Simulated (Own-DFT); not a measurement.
# Computed records: Hf$_{32}$O$_{63}$ (monoclinic hafnia with one vacancy, atoms displaced)

Computed with Own-DFT development build. A calculation, not a measurement: plane-wave density functional theory by an unreviewed code, no spin, of a simulated periodic cell, stress positive in tension, run twice, with PBE and with PBEsol, both on files made for PBE, so the change isn't that of files made for PBEsol, defect cell not probed for a lower state with spin; hafnium file: forces about 75 meV/angstrom off all-electron values; oxygen file: force components 24 meV/angstrom off all-electron in one glass; forces on such cells passed a denser k mesh, this cell's mesh not checked; the far tail of each file's local potential was reset to the Coulomb form; each entry is a single point on an unrelaxed cell, so the pressure reflects the starting lattice, mostly measured values (interpolated for alloys), from which strain is counted, and rises with the displacements; printed positions are rounded, which can move forces by about a meV/angstrom; the program, named Own-DFT, is a retired in-house code; no spin-orbit coupling; stress was not checked against mesh or cutoff.

Common to all runs: functional PBE, then PBEsol; potential files PseudoDojo norm-conserving, scalar-relativistic, standard set; wave cutoff 72 hartree; occupations Fermi-Dirac; smearing width 0.1 eV; k mesh 2 x 2 x 2 centred on Gamma.

(1) Hf$_{32}$O$_{63}$ (monoclinic hafnia with one vacancy, atoms displaced)

```xyz
95
Lattice="10.2340 0.0000 0.0000 0.0000 10.3500 0.0000 -1.6955 0.0000 10.4453" Properties=species:S:1:pos:R:3 Hf32O63
Hf     1.2745     0.1758     1.0955
Hf     3.3842     2.8797     1.5638
Hf     2.9719     4.9168     4.0710
Hf     0.8071     2.3481     3.7242
O      0.0244     1.7534     1.8427
O      4.6623     4.2679     0.6856
O      4.2091     3.3846     3.4672
O     -0.2783     0.8912     4.3648
O      1.7673     3.9868     2.4458
O      2.8156     1.3296     0.0735
O      1.5050     3.9063     5.1683
Hf     0.3950     0.2038     6.2801
Hf     2.6064     2.8556     6.7249
Hf     2.1932     4.8836     9.3578
Hf    -0.0166     2.4119     8.8669
O     -0.7474     1.7454     7.0851
O      3.7800     4.3639     6.0337
O      3.3583     3.4918     8.5981
O     -1.1480     0.8359     9.6189
O      1.1287     3.9189     7.6432
O      1.9416     1.3713     5.3312
O      1.5751     1.3238     7.9665
O      0.6050     3.9130    10.3425
Hf     1.2568     5.3687     1.1049
Hf     3.4894     7.9506     1.5671
Hf     3.0444    10.1048     4.1415
Hf     0.8045     7.6311     3.5818
O      0.1009     6.8693     1.8336
O      4.6016     9.4503     0.7942
O      4.0636     8.6466     3.4603
O     -0.2840     6.0566     4.3203
O      1.9349     9.1130     2.4780
O      2.7812     6.4239     0.1561
O      2.3428     6.4295     2.7151
O      1.4499     8.9033     5.0789
Hf     0.3255     5.3520     6.2516
Hf     2.6088     8.0429     6.7766
Hf     2.1167    10.0575     9.3867
Hf    -0.0911     7.5283     8.9564
O     -0.8040     6.8569     7.0346
O      3.8359     9.5166     6.0311
O      3.3402     8.6814     8.6667
O     -1.1787     6.0704     9.7103
O      0.9830     9.1032     7.6394
O      1.9534     6.6236     5.3476
O      1.4875     6.4384     7.9151
O      0.6744     8.9710    10.3253
Hf     6.3079     0.2209     1.0550
Hf     8.6062     2.8378     1.5375
Hf     8.1487     4.9768     4.1845
Hf     5.9702     2.4014     3.6941
O      5.1628     1.6732     1.8044
O      9.7749     4.3318     0.7526
O      9.3385     3.4705     3.4348
O      4.7045     0.9195     4.4871
O      7.0744     4.0055     2.5436
O      7.9641     1.3577     0.1781
O      7.5181     1.2759     2.7062
O      6.5659     3.8204     5.1446
Hf     5.4432     0.3004     6.3019
Hf     7.6845     2.8603     6.7892
Hf     7.2931     4.9978     9.3678
Hf     5.1035     2.4088     8.9120
O      4.3754     1.6892     7.0192
O      8.8601     4.2275     6.1017
O      8.3726     3.4952     8.6762
O      3.9072     0.8900     9.5996
O      6.2068     3.9172     7.7134
O      7.0295     1.3569     5.4126
O      6.6449     1.1629     7.9219
O      5.7221     3.8266    10.3682
Hf     6.2623     5.4442     1.1193
Hf     8.5145     7.9603     1.5455
Hf     8.1830    10.1766     4.1075
Hf     5.9027     7.5600     3.7434
O      5.1990     6.9375     1.8654
O      9.6992     9.4057     0.7671
O      9.3392     8.5120     3.3556
O      4.7295     6.0287     4.3800
O      7.0295     9.1274     2.5515
O      7.9644     6.4966     0.0923
O      7.4284     6.4779     2.6469
O      6.5773     8.9886     5.0915
Hf     5.5027     5.4470     6.3334
Hf     7.7507     8.0387     6.6955
Hf     7.2249    10.1278     9.3177
Hf     5.1004     7.5466     8.9762
O      4.3703     6.8961     7.1136
O      8.8016     9.4088     5.9839
O      8.3810     8.6086     8.6288
O      3.9878     6.1507     9.6546
O      6.1012     9.1307     7.6956
O      7.1259     6.4638     5.3702
O      6.6470     6.4525     7.8806
O      5.7630     8.9859    10.3322
```

Results for Hf$_{32}$O$_{63}$ (monoclinic hafnia with one vacancy, atoms displaced): PBE pressure 5.47 GPa; PBE stress xx -5.38 GPa; PBE stress yy -5.54 GPa; PBE stress zz -5.48 GPa; PBE stress yz 0.05 GPa; PBE stress xz 0.21 GPa; PBE stress xy 0.15 GPa; PBEsol pressure -0.92 GPa; PBEsol stress xx 1.02 GPa; PBEsol stress yy 0.79 GPa; PBEsol stress zz 0.96 GPa; PBEsol stress yz 0.06 GPa; PBEsol stress xz 0.54 GPa; PBEsol stress xy 0.15 GPa; rms change of force components from PBE to PBEsol 0.052 eV/Å.

Force:
```tsv
force element	PBE force x (eV/Å)	PBE force y (eV/Å)	PBE force z (eV/Å)	PBEsol force x (eV/Å)	PBEsol force y (eV/Å)	PBEsol force z (eV/Å)
Hf	-1.901	1.105	-1.07	-1.908	1.049	-1.172
Hf	0.9	-2.053	-1.058	0.947	-1.88	-1.091
Hf	0.587	2.034	2.013	0.567	1.959	2.004
Hf	0.4	1.111	-0.761	0.25	1.088	-0.695
O	1.592	-1.326	-0.316	1.542	-1.262	-0.251
O	-0.088	-0.39	1.676	-0.115	-0.345	1.585
O	-1.257	0.966	-1.013	-1.239	0.944	-1.05
O	-1.761	-1.938	0.778	-1.702	-1.884	0.798
O	1.723	-2.018	1.711	1.76	-1.966	1.656
O	-0.052	0.7	1.559	-0.117	0.67	1.517
O	-0.446	-0.879	-1.439	-0.363	-0.851	-1.397
Hf	-0.07	0.549	0.75	-0.042	0.593	0.72
Hf	1.092	-0.774	-0.159	1.031	-0.691	-0.126
Hf	-0.432	2.598	-1.317	-0.439	2.476	-1.25
Hf	-0.788	-1.111	1.07	-0.761	-1.175	1.002
O	-0.37	-0.584	-1.181	-0.336	-0.548	-1.086
O	0.043	-0.352	-0.169	0.026	-0.341	-0.21
O	1.051	-0.463	0.14	0.999	-0.464	0.099
O	-0.315	0.083	0.024	-0.286	0.081	0.073
O	-1.399	0.291	1.154	-1.293	0.266	1.12
O	-0.011	-0.359	-0.136	-0.091	-0.34	-0.129
O	-0.132	-0.92	-0.33	-0.2	-0.878	-0.32
O	0.316	-1.3	-0.512	0.384	-1.25	-0.482
Hf	-1.31	1.97	-0.682	-1.262	1.982	-0.689
Hf	-1.094	-0.469	-1.063	-1.079	-0.411	-1.012
Hf	-0.859	1.484	0.99	-0.777	1.282	1.092
Hf	1.285	-2.213	1.76	1.253	-2.222	1.695
O	-1.069	0.255	-1.323	-1.021	0.267	-1.235
O	0.588	0.142	0.429	0.556	0.152	0.364
O	2.561	-1.768	-0.463	2.472	-1.726	-0.506
O	-1.371	-1.409	1.111	-1.339	-1.39	1.142
O	-0.446	0.783	-0.325	-0.377	0.744	-0.317
O	1.213	1.16	-0.108	1.104	1.121	-0.096
O	1.251	-0.328	0.081	1.16	-0.324	0.072
O	0.307	3.092	0.666	0.374	3.026	0.65
Hf	1.48	2.322	0.531	1.459	2.313	0.504
Hf	0.161	-1.714	-0.642	0.132	-1.635	-0.619
Hf	1.075	2.085	-1.181	1.055	1.987	-1.126
Hf	0.071	-0.594	-0.962	0.064	-0.65	-0.965
O	-0.332	0.169	-0.08	-0.314	0.187	-0.036
O	-1.84	-1.066	-0.221	-1.811	-1.017	-0.27
O	0.121	-0.456	-0.173	0.091	-0.45	-0.21
O	-0.897	-0.142	-0.99	-0.858	-0.146	-0.925
O	0.109	0.355	0.746	0.183	0.346	0.711
O	0.229	-1.681	-0.248	0.161	-1.633	-0.237
O	0.217	-0.236	0.92	0.142	-0.224	0.894
O	-1.041	-0.301	0.412	-0.949	-0.273	0.403
Hf	0.722	0.451	-0.217	0.701	0.505	-0.234
Hf	-0.152	0.503	-0.508	-0.142	0.522	-0.469
Hf	0.316	0.265	-1.028	0.296	0.203	-0.99
Hf	0.018	-0.908	0.428	0.021	-0.925	0.418
O	-0.811	0.892	0.363	-0.764	0.882	0.389
O	-0.522	-0.648	0.583	-0.514	-0.613	0.522
O	-0.051	0.211	0.516	-0.053	0.188	0.448
O	0.132	0.469	-1.578	0.143	0.432	-1.476
O	-0.954	-0.426	0.014	-0.866	-0.421	0.027
O	-0.56	-0.524	-0.885	-0.61	-0.513	-0.858
O	-0.236	0.036	0.785	-0.287	0.039	0.774
O	0.068	0.37	-0.464	0.136	0.358	-0.452
Hf	1.95	-1.887	0.544	1.898	-1.781	0.523
Hf	-0.295	-2.092	0.054	-0.307	-1.977	0.067
Hf	-0.261	0.591	0.276	-0.257	0.52	0.302
Hf	-0.092	-0.946	0.53	-0.088	-0.979	0.495
O	-1.74	2.35	0.914	-1.673	2.295	0.932
O	1.273	1.641	-1.322	1.229	1.621	-1.334
O	1.941	-1.148	-0.199	1.874	-1.116	-0.256
O	0.136	-0.187	0.578	0.157	-0.19	0.621
O	-1.462	0.52	0.275	-1.354	0.496	0.265
O	1.029	-0.205	-1.619	0.929	-0.195	-1.579
O	0.017	1.776	0.603	-0.057	1.733	0.591
O	-0.158	0.46	-0.37	-0.084	0.446	-0.373
Hf	2.278	-0.625	-0.933	2.244	-0.547	-0.945
Hf	1.142	-0.324	-1.071	1.113	-0.27	-1.026
Hf	-0.945	-0.955	-0.185	-0.954	-0.992	-0.164
Hf	0.337	-0.021	0.447	0.348	-0.079	0.406
O	-0.923	0.219	-0.415	-0.894	0.227	-0.356
O	1.411	0.981	0.514	1.356	0.97	0.464
O	-1.921	2.701	1.139	-1.87	2.613	1.046
O	0.329	0.237	0.071	0.337	0.236	0.116
O	-0.51	0.271	-0.405	-0.422	0.251	-0.392
O	-0.354	0.024	0.582	-0.41	0.03	0.568
O	0.262	-0.469	1.539	0.186	-0.44	1.49
O	-0.126	0.271	-0.549	-0.051	0.244	-0.548
Hf	-0.392	-0.373	-0.104	-0.369	-0.316	-0.113
Hf	-2.176	-2.337	1.853	-2.137	-2.25	1.836
Hf	1.151	-0.055	0.654	1.103	-0.116	0.646
Hf	1.183	1.161	-1.777	1.167	1.076	-1.759
O	-1.126	0.443	-0.817	-1.072	0.442	-0.749
O	3.336	3.333	-1.113	3.238	3.263	-1.134
O	0.944	-0.119	-0.026	0.907	-0.124	-0.079
O	-2.397	-2.189	1.018	-2.302	-2.141	1.045
O	0.273	-0.423	0.1	0.34	-0.404	0.109
O	-0.357	0.259	-0.976	-0.411	0.243	-0.945
O	0.179	-0.49	1.101	0.098	-0.484	1.075
O	-0.998	0.5	0.481	-0.905	0.485	0.457
```

(2) Hf$_{32}$O$_{63}$ (monoclinic hafnia with one vacancy, atoms displaced)

```xyz
95
Lattice="10.2340 0.0000 0.0000 0.0000 10.3500 0.0000 -1.6955 0.0000 10.4453" Properties=species:S:1:pos:R:3 Hf32O63
Hf     1.2133     0.2827     1.0516
Hf     3.4455     2.8117     1.4664
Hf     2.9987     4.9738     4.1505
Hf     0.8166     2.4203     3.7061
O      0.0782     1.7386     1.8406
O      4.6289     4.2848     0.7552
O      4.1786     3.5047     3.3690
O     -0.3759     0.8025     4.5311
O      1.9256     3.9048     2.6351
O      2.7988     1.2765     0.1011
O      2.3701     1.3331     2.6526
O      1.5216     4.0065     5.0746
Hf     0.3785     0.1657     6.2780
Hf     2.5766     2.7870     6.7967
Hf     2.2072     5.0316     9.3303
Hf    -0.0197     2.3894     8.9912
O     -0.9067     1.8125     6.9735
O      3.7872     4.3425     6.0252
O      3.3228     3.4544     8.6437
O     -1.2177     0.9379     9.6542
O      1.0767     3.9137     7.7386
O      1.9157     1.3600     5.3313
O      1.6178     1.2387     8.0083
O      0.5741     3.7846    10.3487
Hf     1.2378     5.4058     0.9963
Hf     3.5395     7.9386     1.4828
Hf     3.0440    10.1546     4.0690
Hf     0.8580     7.5215     3.7077
O      0.0576     6.8957     1.7873
O      4.5981     9.4341     0.8385
O      4.1953     8.7186     3.4238
O     -0.3260     6.1384     4.4248
O      1.8982     9.1499     2.5008
O      2.7093     6.4482     0.0809
O      2.4151     6.4236     2.6624
O      1.4172     9.0112     5.1537
Hf     0.4072     5.3662     6.2169
Hf     2.6356     7.9246     6.8054
Hf     2.1696    10.1368     9.4606
Hf    -0.0657     7.4671     8.8601
O     -0.7078     6.8946     7.0400
O      3.6990     9.4700     6.0175
O      3.3117     8.6194     8.5859
O     -1.1312     6.0113     9.6344
O      1.0283     9.1683     7.7418
O      1.6111     6.3728     7.9014
O      0.6311     9.0416    10.3293
Hf     6.3819     0.1579     1.1581
Hf     8.5951     2.7706     1.5759
Hf     8.2738     4.9726     4.2082
Hf     5.9316     2.4453     3.6448
O      5.1768     1.6712     1.8681
O      9.6095     4.3014     0.8470
O      9.3373     3.3629     3.3597
O      4.6746     0.9052     4.5048
O      7.0375     3.9670     2.5601
O      7.8895     1.2757     0.2369
O      7.5158     1.2248     2.6302
O      6.5470     3.8642     5.1328
Hf     5.4830     0.2342     6.3114
Hf     7.6430     2.7446     6.7057
Hf     7.3390     4.9291     9.4740
Hf     5.0643     2.5325     8.9949
O      4.2689     1.6839     7.1064
O      8.8640     4.3134     5.9837
O      8.5227     3.5231     8.6017
O      3.9051     0.8039     9.6112
O      6.1162     3.8958     7.8284
O      7.0270     1.3679     5.3650
O      6.6397     1.2544     7.8804
O      5.7208     3.8919    10.3164
Hf     6.3069     5.3051     1.0273
Hf     8.5517     8.0646     1.5294
Hf     8.1663    10.2239     4.0648
Hf     5.9353     7.5413     3.6652
O      5.2208     6.9114     1.8294
O      9.7401     9.4771     0.8618
O      9.2906     8.5812     3.4748
O      4.8389     6.0232     4.4418
O      6.9715     9.1198     2.4584
O      7.9118     6.4232     0.1187
O      7.4720     6.5024     2.6899
O      6.6338     9.0434     5.0669
Hf     5.5506     5.2734     6.2804
Hf     7.7287     7.9521     6.7239
Hf     7.2805    10.2296     9.4047
Hf     5.0776     7.5132     8.9272
O      4.3895     6.8541     7.1023
O      8.8446     9.4799     6.0158
O      8.4952     8.6388     8.7027
O      3.9096     5.9797     9.6152
O      6.1266     9.1222     7.7060
O      7.0647     6.4301     5.3264
O      6.6133     6.3955     8.0238
O      5.7797     8.9599    10.3146
```

The calculation gives: PBE pressure 5.61 GPa; PBE stress xx -6.33 GPa; PBE stress yy -4.53 GPa; PBE stress zz -5.99 GPa; PBE stress yz 0.73 GPa; PBE stress xz -0.45 GPa; PBE stress xy -1.87 GPa; PBEsol pressure -0.77 GPa; PBEsol stress xx 0.12 GPa; PBEsol stress yy 1.78 GPa; PBEsol stress zz 0.41 GPa; PBEsol stress yz 0.7 GPa; PBEsol stress xz -0.11 GPa; PBEsol stress xy -1.82 GPa; rms change of force components from PBE to PBEsol 0.052 eV/Å.

Force:
```tsv
force element	PBE force x (eV/Å)	PBE force y (eV/Å)	PBE force z (eV/Å)	PBEsol force x (eV/Å)	PBEsol force y (eV/Å)	PBEsol force z (eV/Å)
Hf	0.866	-2.175	1.22	0.864	-2.075	1.175
Hf	-0.016	-0.688	1.653	-0.031	-0.643	1.659
Hf	2.036	1.197	-0.639	2.03	1.001	-0.679
Hf	1.21	-1.171	0.478	1.199	-1.167	0.402
O	-0.303	-0.018	-0.186	-0.292	0.005	-0.133
O	-0.4	-0.23	0.161	-0.39	-0.2	0.111
O	1.25	-0.613	-0.099	1.206	-0.617	-0.142
O	0.176	1.583	-2.394	0.16	1.503	-2.281
O	-0.84	0.342	-2.093	-0.748	0.308	-2.006
O	0.168	1.162	0.489	0.094	1.128	0.475
O	0.018	-0.361	0.484	-0.047	-0.338	0.46
O	-1.598	-1.677	0.815	-1.501	-1.605	0.789
Hf	-0.009	0.17	1.798	-0.002	0.18	1.698
Hf	0.863	-0.776	-0.439	0.845	-0.734	-0.37
Hf	-0.806	-1.371	-0.494	-0.775	-1.379	-0.468
Hf	-0.189	-0.071	-2.996	-0.181	-0.093	-2.927
O	2.257	-1.391	0.45	2.166	-1.329	0.474
O	-0.555	-0.764	0.244	-0.539	-0.724	0.178
O	0.272	0.387	0.678	0.274	0.366	0.616
O	-0.759	-0.306	0.14	-0.723	-0.315	0.196
O	-0.624	0.199	-0.207	-0.528	0.185	-0.2
O	-0.118	0.765	-0.187	-0.179	0.744	-0.179
O	-1.407	1.048	-0.498	-1.412	1.042	-0.473
O	0.271	0.632	0.68	0.315	0.608	0.658
Hf	-0.797	0.035	2.833	-0.766	0.124	2.718
Hf	-2.281	0.561	1.004	-2.219	0.614	1.018
Hf	-0.902	0.049	1.394	-0.861	-0.005	1.39
Hf	0.421	2.136	-0.971	0.323	2.113	-1.061
O	0.216	-0.439	-0.213	0.23	-0.42	-0.162
O	1.421	0.82	0.082	1.369	0.804	0.042
O	1.055	-1.501	-0.835	1.011	-1.47	-0.869
O	-0.875	-1.391	0.141	-0.85	-1.376	0.176
O	-0.092	-0.192	-0.354	-0.025	-0.181	-0.337
O	2.01	0.674	-0.244	1.891	0.633	-0.248
O	-0.091	-0.109	0.63	-0.156	-0.106	0.621
O	0.169	-0.844	-0.735	0.205	-0.807	-0.722
Hf	0.518	0.43	2.072	0.398	0.382	2.054
Hf	0.117	1.447	-0.978	0.176	1.572	-0.795
Hf	0.433	-0.333	-2.556	0.409	-0.352	-2.48
Hf	0.69	3.061	0.401	0.65	2.95	0.368
O	-0.811	-0.161	-0.768	-0.772	-0.145	-0.691
O	0.801	0.129	-0.113	0.766	0.137	-0.154
O	0.651	-0.481	1.244	0.622	-0.505	1.141
O	-1.653	-0.941	-0.049	-1.593	-0.936	0.025
O	-0.063	-1.289	0.124	0.005	-1.265	0.109
O	-0.523	0.385	-0.355	-0.561	0.377	-0.335
O	-0.595	-1.126	0.269	-0.501	-1.078	0.263
Hf	-1.597	0.891	-2.211	-1.525	0.925	-2.159
Hf	-0.869	-0.108	-0.722	-0.836	-0.069	-0.663
Hf	-1.977	0.79	-1.718	-1.926	0.73	-1.605
Hf	-1.294	-0.608	0.954	-1.271	-0.62	0.896
O	-0.387	0.331	-0.571	-0.358	0.349	-0.505
O	2.192	0.63	0.354	2.114	0.621	0.271
O	-0.435	1.257	1.728	-0.416	1.197	1.623
O	1.025	1.101	-1.076	1.003	1.026	-1.009
O	-0.112	-0.646	-0.412	-0.058	-0.66	-0.4
O	0.685	0.726	-1.497	0.626	0.683	-1.438
O	-0.211	0.698	1.621	-0.261	0.675	1.568
O	0.334	-0.702	-0.458	0.365	-0.666	-0.427
Hf	-1.208	-0.663	0.397	-1.175	-0.585	0.37
Hf	0.715	0.792	1.666	0.704	0.771	1.647
Hf	-0.639	0.949	-2.72	-0.65	0.88	-2.627
Hf	-1.094	-3.472	-1.532	-1.07	-3.391	-1.549
O	0.322	0.557	-0.237	0.313	0.569	-0.199
O	0.781	0.105	0.096	0.761	0.14	0.011
O	-0.162	-0.107	0.698	-0.167	-0.126	0.669
O	1.013	0.829	1.037	0.966	0.792	1.062
O	0.259	0.003	-0.78	0.291	-0.021	-0.749
O	0.077	-0.472	-1.878	0.023	-0.459	-1.806
O	0.004	0.345	1.461	-0.039	0.346	1.399
O	-0.546	-0.767	1.258	-0.492	-0.725	1.211
Hf	1.741	1.915	1.775	1.717	1.91	1.686
Hf	0.419	-2.843	0.32	0.398	-2.734	0.341
Hf	0.006	-2.336	1.811	0.01	-2.347	1.81
Hf	0.306	-0.148	1.41	0.32	-0.206	1.338
O	-0.536	-0.594	-1.106	-0.528	-0.545	-1.025
O	0.596	1.427	-0.573	0.562	1.411	-0.608
O	-0.354	0.774	-0.43	-0.354	0.755	-0.481
O	-1.197	0.138	-0.524	-1.142	0.114	-0.463
O	0.303	-0.33	0.623	0.359	-0.317	0.583
O	-0.233	0.921	0.343	-0.294	0.878	0.316
O	0.44	-0.727	0.562	0.352	-0.675	0.549
O	-0.491	-0.357	-0.139	-0.412	-0.346	-0.138
Hf	-0.723	1.94	1.085	-0.696	1.924	1.015
Hf	-0.491	0.829	0.43	-0.478	0.874	0.433
Hf	-0.219	-1.694	-1.359	-0.223	-1.702	-1.291
Hf	0.641	0.436	-0.548	0.641	0.36	-0.58
O	-0.748	-0.054	-0.983	-0.733	-0.019	-0.883
O	0.287	-0.092	0.545	0.279	-0.083	0.481
O	-0.483	0.016	-0.375	-0.463	-0.011	-0.416
O	-0.074	0.469	0.202	-0.077	0.426	0.241
O	0.563	-0.564	0.21	0.605	-0.552	0.198
O	1.063	0.909	0.397	0.984	0.874	0.385
O	1.043	0.001	-0.625	0.938	0.01	-0.601
O	-0.319	0.711	0.407	-0.243	0.706	0.416
```
